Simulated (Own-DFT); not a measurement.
# Which arrangement is lower? Al2C36Si34, 72 atoms

These are calculations, not measurements. They come from Own-DFT, an in-house plane-wave density functional program, since retired, whose code no person has reviewed. Each row is one single-point run on a periodic cell that was not relaxed, without spin or spin-orbit coupling.

Settings of every run: PBE; PseudoDojo norm-conserving scalar-relativistic files; cutoff 42 hartree; 4 x 4 x 3 k mesh centred on Gamma; Fermi-Dirac smearing of 0.1 eV.

Known limits: not probed for a lower state with spin; forces on such cells passed a denser k mesh, each cell not checked; stress not checked against mesh or cutoff.

All cells hold the same atoms in the same cell, with vectors in Å (9.248, 0.000, 0.000); (-4.624, 8.009, 0.000); (0.000, 0.000, 10.068). Every atom was moved at random from its ideal site; u is the rms move along one axis. The defect's site can differ from row to row. E is the free energy of the cell above the lowest run. The arrangements:

- A: 4H SiC, with two Al on a Si site each, 3.1 Å apart
- B: 2H SiC, with two Al on a Si site each, 3.1 Å apart

| arrangement | u (Å) | E (eV) | P (GPa) |
|---|---|---|---|
| A | 0.0274 | 0.000 | 5.69 |
| A | 0.0312 | 0.747 | 5.93 |
| A | 0.0326 | 1.531 | 6.15 |
| A | 0.0478 | 3.232 | 6.80 |
| A | 0.0489 | 4.666 | 7.22 |
| A | 0.0498 | 5.081 | 7.44 |
| B | 0.0306 | 1.172 | 5.96 |
| B | 0.0307 | 0.685 | 5.77 |
| B | 0.0309 | 0.824 | 5.95 |
| B | 0.0474 | 4.210 | 7.12 |
| B | 0.0506 | 5.598 | 7.51 |
| B | 0.0512 | 4.856 | 7.12 |

Question: once the cost of the random moves is taken out, how do the arrangements rank?

## Worked answer

Fit E = a + b u², with one b for all and one a for each arrangement, and with residuals divided by u², since the noise grows with the moves. Then b = 2611 eV/Å², the scatter at u = 0.04 Å is 0.46 eV, and against A:

- B: 0.19 ± 0.20 eV (not told apart from A)

These are energies of unrelaxed cells. Relaxing the atoms lowers the strained arrangements most, so the gaps would shrink and small ones could change sign.
